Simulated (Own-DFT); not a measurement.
# What a defect does to the pressure of its cell: C11b WSi2

Everything here is calculated. The program is Own-DFT (plane waves, in-house, since retired, never reviewed by a person); positions were held fixed, and spin and spin-orbit coupling were off.

Method: PBE; PseudoDojo norm-conserving scalar-relativistic files; cutoff 50 hartree; 5 x 5 x 5 k mesh centred on Gamma; cold (Marzari-Vanderbilt) smearing of 0.2 eV.

Limits: forces on such cells failed a check on a denser k mesh; stress not checked against mesh or cutoff.

All runs share one cell, with vectors in Å (-2.148, -5.953, 3.409); (-6.444, 2.976, 1.136); (-2.553, -2.948, -6.757) and a volume of 403.2 Å³. Atoms were moved at random from their sites; u is the rms move along one axis. The defect's site can differ from row to row.

```
cell,formula,u (Å),P (GPa)
no defect,Si20W10,0.0206,4.51
no defect,Si20W10,0.0211,4.46
no defect,Si20W10,0.0473,5.40
one Si on a W site,Si21W9,0.0315,6.32
one Si on a W site,Si21W9,0.0529,6.94
one Si on a W site,Si21W9,0.0546,7.40
one W on a Si site,Si19W11,0.0325,?
one W on a Si site,Si19W11,0.0340,10.29
one W on a Si site,Si19W11,0.0493,11.29
one W on a Si site,Si19W11,0.0531,11.25
one W vacancy,Si20W9,0.0277,3.74
one W vacancy,Si20W9,0.0505,4.85
one W vacancy,Si20W9,0.0516,4.82
one Si vacancy,Si19W10,0.0311,3.01
one Si vacancy,Si19W10,0.0315,3.32
one Si vacancy,Si19W10,0.0518,4.15
```

## Fit

P = P0 + c u² + a shift for each defect gives P0 = 4.22 GPa, c = 546 ± 46 GPa/Å² and a scatter of 0.15 GPa. The shifts, and each times the cell's volume:

- one W on a Si site: 5.55 ± 0.13 GPa, 14.0 eV
- one Si on a W site: 1.43 ± 0.13 GPa, 3.6 eV
- one W vacancy: -0.84 ± 0.13 GPa, -2.1 eV
- one Si vacancy: -1.58 ± 0.12 GPa, -4.0 eV

A positive shift means that the defect pushes the cell outwards. Shift times volume (160.2 GPa Å³ is 1 eV) depends little on the cell's size, so, taken for each site, it can be compared between cells at like pressure. The atoms around the defects weren't relaxed, which would change these numbers.

## The run left out

Question: what pressure belongs in the blank (one W on a Si site, u = 0.0325 Å)?

Estimate: 10.35 ± 0.18 GPa. DFT gave 10.04 GPa.
